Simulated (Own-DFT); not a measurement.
Simulation results for Ti$_{19}$Si$_{41}$ (C49 TiSi2 crystal with substituted atoms, atoms displaced)

All values are calculated (Own-DFT development build). A calculation, not a measurement: plane-wave density functional theory by an unreviewed code, no spin, of a simulated periodic cell, stress positive in tension, run twice, with PBE and with PBEsol, both on files made for PBE, so the change isn't that of files made for PBEsol, forces on such cells moved up to 12 meV/angstrom on a denser k mesh; the far tail of each file's local potential was reset to the Coulomb form; each entry is a single point on an unrelaxed cell, so the pressure reflects the starting lattice, taken from the Materials Project, from which strain is counted, and rises with the displacements; printed positions are rounded, which can move forces by about a meV/angstrom; the program, named Own-DFT, is a retired in-house code; no spin-orbit coupling; stress was not checked against mesh or cutoff.

```xyz
60
Lattice="5.2953 -6.7593 3.5652 7.0604 0.0000 -7.1303 5.2953 6.7593 3.5652" Properties=species:S:1:pos:R:3:PBE_force_x:R:1:PBE_force_y:R:1:PBE_force_z:R:1:PBEsol_force_x:R:1:PBEsol_force_y:R:1:PBEsol_force_z:R:1 formula=Ti19Si41 functional=PBE,then_PBEsol potential_files=PseudoDojo_norm-conserving,scalar-relativistic,standard_set wave_cutoff=42 occupations=cold_(Marzari-Vanderbilt) smearing_width=0.2 k_mesh=4_x_4_x_4_centred_on_Gamma PBE_pressure=3.52 PBE_stress_xx=-4.12 PBE_stress_yy=-2.55 PBE_stress_zz=-3.9 PBE_stress_yz=-0.58 PBE_stress_xz=0.22 PBE_stress_xy=0.01 PBEsol_pressure=0.28 PBEsol_stress_xx=-0.79 PBEsol_stress_yy=0.93 PBEsol_stress_zz=-0.97 PBEsol_stress_yz=-0.6 PBEsol_stress_xz=0.22 PBEsol_stress_xy=0 rms_change_of_force_components_from_PBE_to_PBEsol=0.022
Ti    12.2758    -5.3182    -2.7213       1.03     -0.705      0.429      1.012     -0.706      0.432
Ti    14.1282    -1.4289    -0.9006     -0.508      0.692      0.597     -0.493      0.698        0.6
Si    12.2928    -0.8141    -2.5507      0.693     -0.302     -1.811      0.663     -0.354     -1.783
Si     8.8125     0.7264    -4.4952     -0.536      0.676      0.264     -0.527      0.726      0.256
Si     7.0975    -3.3264     4.4915     -0.662     -0.239      0.045     -0.668     -0.257      0.084
Si    12.2443    -3.4221    -0.9307      0.685      0.403      0.475      0.697      0.395      0.477
Ti     8.8295    -5.4411     0.9374      0.045      1.087     -0.785      0.043      1.064     -0.785
Ti    10.6292    -1.3579     2.7475     -0.669     -0.756     -0.518     -0.651     -0.722     -0.509
Si     8.8408    -0.9394     0.9834     -0.251      0.559     -1.234     -0.207      0.532     -1.281
Si     5.3631     0.8715    -0.9217     -0.909     -0.516      0.497     -0.895     -0.475      0.485
Si    10.5514    -3.3889     0.9198      0.178      0.186     -0.009       0.18      0.178     -0.003
Si     8.7402    -3.3930     2.7194      0.897     -0.142     -0.111      0.929     -0.179     -0.111
Ti    14.1741     1.3941     0.8794     -0.946      0.159      0.085     -0.932      0.131      0.081
Ti    10.5802    -1.3696    -0.9279     -0.372     -0.083      1.351     -0.375     -0.077      1.331
Si     8.8512    -0.8069    -2.7166     -0.196     -0.108     -0.036     -0.194     -0.166     -0.028
Si    10.6065    -6.0220    -0.9383     -0.331      0.484      0.557     -0.325      0.543      0.554
Si    10.5461    -3.3944    -2.6613     -0.118      0.554     -0.393     -0.124       0.54     -0.395
Si     8.7796    -3.3286    -0.8508      0.639      -0.61         -1      0.645     -0.598     -1.023
Ti     7.0929     1.3746     4.4507      0.133      0.155     -0.023      0.127      0.163     -0.006
Ti    10.5380    -1.3214    -4.5380      0.941     -0.618       0.95      0.909     -0.596      0.938
Si     1.7651    -0.8491     0.8558     -0.758      0.361     -0.503     -0.742      0.316     -0.509
Si    15.8356     0.8109    -0.8374      0.548     -0.122     -0.975      0.538     -0.067      -0.97
Si     3.4902    -3.2951     0.9448       1.08     -0.559     -0.865      1.096     -0.548     -0.873
Si    14.1688     3.4066    -0.9937     -0.771     -0.185       1.11     -0.775     -0.185      1.121
Ti    10.5339     1.3699     4.3900      1.006       0.65      0.942      0.998      0.618      0.934
Si     7.1457    -1.3686     2.6744     -0.514      0.078       0.51     -0.534       0.12      0.529
Si     5.3846    -0.7900     0.8566     -0.222      0.225      0.579     -0.246      0.197      0.552
Si     7.0300    -5.8827     2.6424     -0.199     -0.596      0.219     -0.198     -0.561       0.22
Si     7.1474    -3.3134     0.8318     -1.034     -0.321       0.64     -1.041     -0.336      0.634
Si     5.3319    -3.3697     2.7169     -0.366      0.293     -0.506     -0.387      0.258     -0.506
Ti    10.5981     1.4035     0.8495     -0.089       0.08     -0.101      -0.08      0.067     -0.091
Ti     7.1106    -1.3493    -0.9957     -0.549     -0.487      0.695     -0.535     -0.474      0.685
Si     5.2762    -0.8304    -2.7458      -0.05      0.223      1.213     -0.054      0.179      1.219
Si    12.3974     0.7540     2.5960     -0.326      2.128      1.999     -0.319      2.189      2.014
Si    12.3151     3.4196     0.7860      0.244     -0.403      0.585      0.248     -0.392      0.582
Si     5.3491    -3.4165    -0.8231     -0.509      0.394     -0.846      -0.52      0.382     -0.854
Ti    10.5917     1.4184    -2.6407     -0.838     -0.153     -0.083     -0.827     -0.162     -0.081
Ti     7.0029    -1.3953    -4.4598      0.752     -0.022     -0.615       0.75     -0.002     -0.599
Si    10.5364     5.9212    -2.6777      0.321     -0.218     -0.193      0.313     -0.266     -0.198
Si    12.3973     0.8362    -0.9214     -0.245     -0.182      1.094     -0.242     -0.134      1.104
Si    12.3519     3.2907    -2.6490     -0.161      0.735     -0.237     -0.172      0.719     -0.234
Si    10.4649     3.3751    -0.8787      0.657      0.079     -0.037      0.664      0.071     -0.039
Ti     7.0291     1.4232     0.9053      0.473     -0.149      0.028      0.468     -0.149      0.014
Ti     3.5203    -1.3601    -0.8704      0.307     -0.072     -0.486      0.289      -0.06     -0.487
Si     7.0618     5.9803     0.8321     -0.208      0.314      1.729     -0.208      0.262      1.721
Si     8.9253     0.7524     2.6312     -0.998      0.423      0.053     -0.967      0.487      0.059
Si     8.7584     3.4345     0.8948      0.451     -0.459      0.529      0.454     -0.448      0.536
Si     7.0962     3.3756     2.7139     -0.356     -0.004     -0.286     -0.363     -0.006     -0.291
Ti     7.0294     1.4180    -2.6768      0.316     -0.056     -0.672      0.307     -0.076     -0.659
Ti     8.7161     5.3960    -0.7978       1.98     -0.299     -1.187      1.955     -0.281     -1.182
Si    12.3658    -0.7802     1.0884     -0.304     -1.068     -4.063     -0.302      -1.13     -4.071
Si     8.7249     0.7801    -0.9627      0.929     -0.065      1.263      0.913     -0.029      1.267
Si     8.8564     3.4353    -2.7100     -0.828     -0.412      0.195     -0.843     -0.407      0.183
Si     7.0741     3.4488    -0.9105     -0.452     -0.759      0.171     -0.451     -0.748      0.173
Ti     3.4560     1.3708     0.9354      0.962      0.361     -0.598      0.951      0.347     -0.598
Ti     5.3249     5.3620     2.5657     -0.118      0.068      1.709     -0.121      0.081      1.691
Si     8.8869    -0.7921     4.5003     -0.901      0.088      -0.57     -0.854      0.053     -0.543
Si     5.2490     0.8088     2.7949      0.412      -0.32     -1.339      0.393     -0.263     -1.339
Si     5.2867     3.3695     0.9111      0.046     -0.131     -0.111      0.054     -0.126     -0.106
Si    10.5627     3.4061    -4.4201      0.571     -0.339     -0.316      0.576     -0.334      -0.32
```

Units: wave_cutoff in hartree; smearing_width in eV; PBE_pressure, PBE_stress_xx, PBE_stress_yy, PBE_stress_zz, PBE_stress_yz, PBE_stress_xz, PBE_stress_xy, PBEsol_pressure, PBEsol_stress_xx, PBEsol_stress_yy, PBEsol_stress_zz, PBEsol_stress_yz, PBEsol_stress_xz, PBEsol_stress_xy in GPa; rms_change_of_force_components_from_PBE_to_PBEsol, PBE_force_x, PBE_force_y, PBE_force_z, PBEsol_force_x, PBEsol_force_y, PBEsol_force_z in eV/Å.
